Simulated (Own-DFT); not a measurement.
# Point defects and the pressure they add: 2H SiC

No measurement is shown. These are fixed-geometry runs of a retired plane-wave code named Own-DFT, which no person has reviewed; spin and spin-orbit coupling are neglected.

Common settings: PBE; PseudoDojo norm-conserving scalar-relativistic files; cutoff 42 hartree; 4 x 4 x 3 k mesh centred on Gamma; Fermi-Dirac smearing of 0.1 eV.

Limits (not all hold for every row): a neutral cation vacancy leaves holes that likely carry spin, which these runs leave out; some atoms lie very close together; not probed for a lower state with spin; forces on such cells moved up to 12 meV/angstrom on a denser k mesh; forces on such cells passed a denser k mesh, each cell not checked; stress not checked against mesh or cutoff.

All runs share one cell, with vectors in Å (9.248, 0.000, 0.000); (-4.624, 8.009, 0.000); (0.000, 0.000, 10.068) and a volume of 745.7 Å³. Atoms were moved at random from their sites; u is the rms move along one axis. The defect's site can differ from row to row.

```
                                     cell     formula   u (Å)  P (GPa)
                                no defect     C36Si36  0.0305     3.82
                                no defect     C36Si36  0.0584     6.71
                                no defect     C36Si36  0.0620     7.08
one Al on a Si site and one N on a C site  AlC35NSi35  0.0300     4.00
one Al on a Si site and one N on a C site  AlC35NSi35  0.0509     5.15
one Al on a Si site and one N on a C site  AlC35NSi35  0.0544     5.79
                           one Si vacancy     C36Si35  0.0492     4.98
                           one Si vacancy     C36Si35  0.0500     5.08
                           one Si vacancy     C36Si35  0.0508     4.92
                       one C on a Si site     C37Si35  0.0320     2.07
                       one C on a Si site     C37Si35  0.0520     2.91
                       one C on a Si site     C37Si35  0.0549     3.80
one C on a Si site and one Si on a C site     C36Si36  0.0302     7.74
one C on a Si site and one Si on a C site     C36Si36  0.0317     7.82
one C on a Si site and one Si on a C site     C36Si36  0.0458     7.61
one C on a Si site and one Si on a C site     C36Si36  0.0477        ?
```

## What the rows give

P = P0 + c u² + a shift for each defect gives P0 = 3.50 GPa, c = 868 ± 130 GPa/Å² and a scatter of 0.42 GPa. The shifts, and each times the cell's volume:

- one C on a Si site and one Si on a C site: 3.06 ± 0.39 GPa, 14.2 eV
- one Al on a Si site and one N on a C site: -0.39 ± 0.35 GPa, -1.8 eV (not resolved)
- one Si vacancy: -0.68 ± 0.35 GPa, -3.1 eV (not resolved)
- one C on a Si site: -2.53 ± 0.35 GPa, -11.8 eV

A positive shift means that the defect pushes the cell outwards. Shift times volume (160.2 GPa Å³ is 1 eV) depends little on the cell's size, so, taken for each site, it can be compared between cells at like pressure. The atoms around the defects weren't relaxed, which would change these numbers.

## The run left out

Asked: what pressure belongs in the blank (one C on a Si site and one Si on a C site, u = 0.0477 Å)?

The fit gives 8.53 ± 0.50 GPa. The calculation gave 8.44 GPa.
